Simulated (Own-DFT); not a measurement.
# Composition and what it changes: diamond-structure SiGe

Calculated results; nothing here was measured. The program, named Own-DFT, is a retired in-house plane-wave density functional code that no person has reviewed. Each row is one single-point run on a periodic cell that was not relaxed, without spin or spin-orbit coupling.

Settings of every run: PBE; PseudoDojo norm-conserving scalar-relativistic files; cutoff 42 hartree; 5 x 5 x 5 k mesh centred on Gamma; Fermi-Dirac smearing of 0.1 eV.

Known limits, some of them of some rows only: forces on such cells failed a check on a denser k mesh; forces on such cells moved up to 12 meV/angstrom on a denser k mesh; forces on such cells passed a denser k mesh, each cell not checked; stress not checked against mesh or cutoff.

Each cell has 16 atoms, with Ge and Si placed at random on their shared sites; x is the share of Ge. Lattice constants follow the straight line between measured values of the end members, and atoms start on the ideal sites of that lattice. Every atom was also moved at random, by a Gaussian of width 0.03 Å on each axis. u is the rms move along one axis. dE is the free energy for each Ge or Si site above the straight-line part, a + b x, of the fit below.

| x | cell | u (Å) | volume (Å³/atom) | P (GPa) | dE (meV/site) |
|---|---|---|---|---|---|
| 0.125 | Ge2Si14 | 0.0319 | 20.340 | 2.18 | 11.4 |
| 0.125 | Ge2Si14 | 0.0293 | 20.340 | 2.27 | 13.3 |
| 0.125 | Ge2Si14 | 0.0295 | 20.340 | 2.18 | 9.9 |
| 0.125 | Ge2Si14 | 0.0305 | 20.340 | 2.41 | 21.2 |
| 0.250 | Ge4Si12 | 0.0256 | 20.659 | 2.37 | 19.7 |
| 0.250 | Ge4Si12 | 0.0278 | 20.659 | 2.33 | 16.0 |
| 0.250 | Ge4Si12 | 0.0252 | 20.659 | 2.27 | 13.5 |
| 0.250 | Ge4Si12 | 0.0267 | 20.659 | 2.33 | 15.5 |
| 0.500 | Ge8Si8 | 0.0326 | 21.306 | 2.94 | 37.4 |
| 0.500 | Ge8Si8 | 0.0343 | 21.306 | 2.83 | 36.3 |
| 0.500 | Ge8Si8 | 0.0252 | 21.306 | 2.72 | 23.6 |
| 0.500 | Ge8Si8 | 0.0281 | 21.306 | 2.72 | 24.0 |
| 0.750 | Ge12Si4 | 0.0322 | 21.966 | ? | ? |
| 0.875 | Ge14Si2 | 0.0310 | 22.302 | 3.65 | 14.1 |
| 0.875 | Ge14Si2 | 0.0306 | 22.302 | 3.70 | 17.8 |
| 0.875 | Ge14Si2 | 0.0262 | 22.302 | 3.54 | 8.1 |
| 0.875 | Ge14Si2 | 0.0360 | 22.302 | 3.64 | 17.1 |

## Worked fit

Fit E = a + b x + W x (1 - x) + k (u² - 0.03²) to the rows shown. It gives W = 117 ± 17 meV/site and k = 23 ± 5 eV/Å², with a scatter of 3.9 meV/site. Part of W is bond strain that relaxing the atoms would remove. The pressures follow P = 2.12 + 0.72 x + 1.16 x² GPa, with a scatter of 0.09.

## Withheld member

Question: what pressure and dE should the cell at x = 0.750 give?

The fits give 3.3 GPa and 25 meV/site. The calculation gave 3.30 GPa and 21.8 meV/site.
